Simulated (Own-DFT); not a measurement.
# What a defect does to the pressure of its cell: zincblende GaAs

Calculated, not measured: single-point runs of Own-DFT, a retired in-house plane-wave DFT program that no person has reviewed, on unrelaxed cells, without spin or spin-orbit coupling.

Common settings: PBE; PseudoDojo norm-conserving scalar-relativistic files; cutoff 42 hartree; 3 x 3 x 3 k mesh centred on Gamma; Fermi-Dirac smearing of 0.1 eV.

Keep in mind (not all hold for every row): not probed for a lower state with spin; forces not confirmed at this smearing and k mesh; stress not checked against mesh or cutoff.

All runs share one cell, with vectors in Å (11.737, 0.000, 0.000); (0.000, 11.737, 0.000); (0.000, 0.000, 10.833) and a volume of 1492.4 Å³, strained against the parent crystal. Atoms were moved at random from their sites; u is the rms move along one axis. The defect's site can differ from row to row.

```
                             cell     formula   u (Å)  P (GPa)
                        no defect    As32Ga32  0.0312     1.24
                        no defect    As32Ga32  0.0312     1.25
                        no defect    As32Ga32  0.0533     1.61
              one In on a Ga site  As32Ga31In  0.0451     2.08
              one In on a Ga site  As32Ga31In  0.0498     2.19
              one In on a Ga site  As32Ga31In  0.0505     2.20
              one Al on a Ga site  AlAs32Ga31  0.0289     1.25
              one Al on a Ga site  AlAs32Ga31  0.0310     1.26
              one Al on a Ga site  AlAs32Ga31  0.0473     1.55
one As vacancy and one Ga vacancy    As31Ga31  0.0283     0.94
one As vacancy and one Ga vacancy    As31Ga31  0.0331     0.94
one As vacancy and one Ga vacancy    As31Ga31  0.0495        ?
one As vacancy and one Ga vacancy    As31Ga31  0.0498     1.24
```

## What the rows give

P = P0 + c u² + a shift for each defect gives P0 = 1.05 GPa, c = 201 ± 9 GPa/Å² and a scatter of 0.02 GPa. The shifts, and each times the cell's volume:

- one In on a Ga site: 0.64 ± 0.02 GPa, 5.9 eV
- one Al on a Ga site: 0.03 ± 0.02 GPa, 0.3 eV (not resolved)
- one As vacancy and one Ga vacancy: -0.30 ± 0.02 GPa, -2.8 eV

Against the defect-free cell, a freed cell would be larger where the shift is positive and smaller where it is negative (160.2 GPa Å³ is 1 eV). The atoms around the defects weren't relaxed, which would change these numbers.

## Prediction

The question: what pressure belongs in the blank (one As vacancy and one Ga vacancy, u = 0.0495 Å)?

From the fit: 1.24 ± 0.02 GPa. The run itself gave 1.24 GPa.
